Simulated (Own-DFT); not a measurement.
# Response to strain: wurtzite GaN, 72 atoms (Ga36N36)

Everything here is calculated. The program is Own-DFT (plane waves, in-house, since retired, never reviewed by a person); positions were held fixed, and spin and spin-orbit coupling were off.

All runs used: PBE; PseudoDojo norm-conserving scalar-relativistic files (stringent for Ga); cutoff 96 hartree; 4 x 4 x 3 k mesh centred on Gamma; Gaussian smearing of 0.01 eV.

Limits: forces not confirmed at this smearing and k mesh; stress not checked against mesh or cutoff.

Unstrained cell vectors in Å: (9.567, 0.000, 0.000); (-4.784, 8.285, 0.000); (0.000, 0.000, 10.370). The unstrained cell has measured lattice constants (interpolated for alloys), not those of this functional. That, the random moves and any unrelaxed bonds set the pressure at no strain. A uniform strain is put on this cell, atoms riding along. Each atom got a random Gaussian move of width 0.05 Å along each axis. Strain is the symmetric tensor, in per cent. Stress is positive in tension, and the pressure is minus a third of its trace.

```
run,e_xx (%),e_yy (%),e_zz (%),e_yz (%),e_xz (%),e_xy (%),s_xx (GPa),s_yy (GPa),s_zz (GPa),s_yz (GPa),s_xz (GPa),s_xy (GPa),P (GPa),E (meV/atom)
1,-1.21,-0.11,1.07,-1.12,1.27,-0.91,-10.50,-8.08,-4.71,-2.15,3.37,-2.11,7.76,18.4
2,-0.53,1.56,-1.77,0.51,0.75,-1.42,-8.89,-3.81,-14.71,1.59,2.54,-4.54,9.14,34.4
3,-0.82,-0.78,-0.14,1.66,1.83,-0.91,-11.44,-11.98,-9.90,4.06,4.12,-2.08,11.11,38.5
4,-0.01,-0.29,-1.10,-0.44,1.23,1.07,-9.61,-7.91,-11.53,-0.64,2.20,3.94,9.68,13.1
5,1.62,-1.87,-0.56,-0.93,-1.88,1.31,-3.48,-15.62,-9.81,-1.36,-4.05,4.37,9.64,47.5
6,0.15,0.61,-1.82,0.08,0.91,-1.94,-6.41,-6.08,-16.84,0.69,2.00,-6.62,9.78,35.3
7,-1.15,-1.86,1.22,1.45,1.45,0.50,-12.82,-15.46,-4.76,2.56,4.07,1.67,11.01,35.5
8,1.28,1.20,0.70,-1.89,-1.88,0.35,0.84,0.12,-5.35,-3.87,-3.80,0.38,1.46,16.1
9,0.18,-0.03,-0.85,-0.50,-0.50,1.87,-6.90,-6.30,-11.29,-1.48,0.17,4.89,8.16,11.0
10,-0.62,-1.61,1.63,-0.46,-1.85,1.33,-11.31,-14.89,-1.23,-0.49,-3.62,4.46,9.14,36.6
11,1.71,0.70,-0.14,0.34,-1.97,-0.89,-0.24,-2.75,-6.28,1.40,-4.63,-2.34,3.09,12.9
12,1.71,-1.58,1.32,1.14,-1.41,0.59,-2.18,-12.14,-1.28,2.87,-3.49,2.78,5.20,28.1
13,-1.95,-0.49,-1.22,-0.14,-1.89,0.39,-17.74,-11.75,-16.26,-0.33,-4.95,0.83,15.25,48.1
14,0.49,0.36,1.32,-0.90,-1.17,1.67,-2.51,-3.28,-2.02,-1.66,-1.77,4.58,2.60,0.0
15,-0.38,-1.51,-0.69,0.82,-0.29,-1.01,-10.50,-14.35,-11.83,2.89,-1.03,-3.92,12.23,24.6
16,0.51,1.13,-1.14,-1.43,1.07,-0.70,?,?,?,?,?,?,?,?
```

E is the free energy for each atom above the lowest run shown.

## Worked fit

Regress every stress component on the fractional strains (shears doubled) of the visible runs, with a constant. Shear strains stay in the fit of a normal stress only where such slopes are resolved. The slopes, in GPa:

```
stress,at no strain,per e_xx,per e_yy,per e_zz,scatter
s_xx,-7.1,397 ± 20,151 ± 22,97 ± 21,0.84
s_yy,-7.2,86 ± 24,452 ± 26,77 ± 25,1.03
s_zz,-8.2,92 ± 23,19 ± 25,423 ± 23,0.96
```

The slope of each shear stress on twice its own strain, from a fit on all six strains: yz 102 ± 7, xz 120 ± 8, xy 150 ± 10 GPa. These are stiffnesses along x, y and z of the frame in which the cell vectors are given, with the crystal's c axis along z: C11, C12, C13 and C33. Hexagonal symmetry asks that xx and yy behave alike, which is a second check on the noise. The atoms are held to the strained lattice; where symmetry lets them move under strain, relaxing them would lower some slopes. Slopes across the diagonal should nearly agree, so their difference gauges the noise. A ninth of the table's sum, 199 ± 6 GPa, estimates the bulk modulus near the mean pressure of these runs, 8.4 GPa, so it lies above the value at zero pressure.

## Test on the hidden row

The question: what normal stresses and pressure should run 16 give?

From the fit: s_xx = -4.4, s_yy = -2.5, s_zz = -12.3 and P = 6.4 GPa. The run itself gave -5.08, -2.39, -12.65 and P = 6.70 GPa.
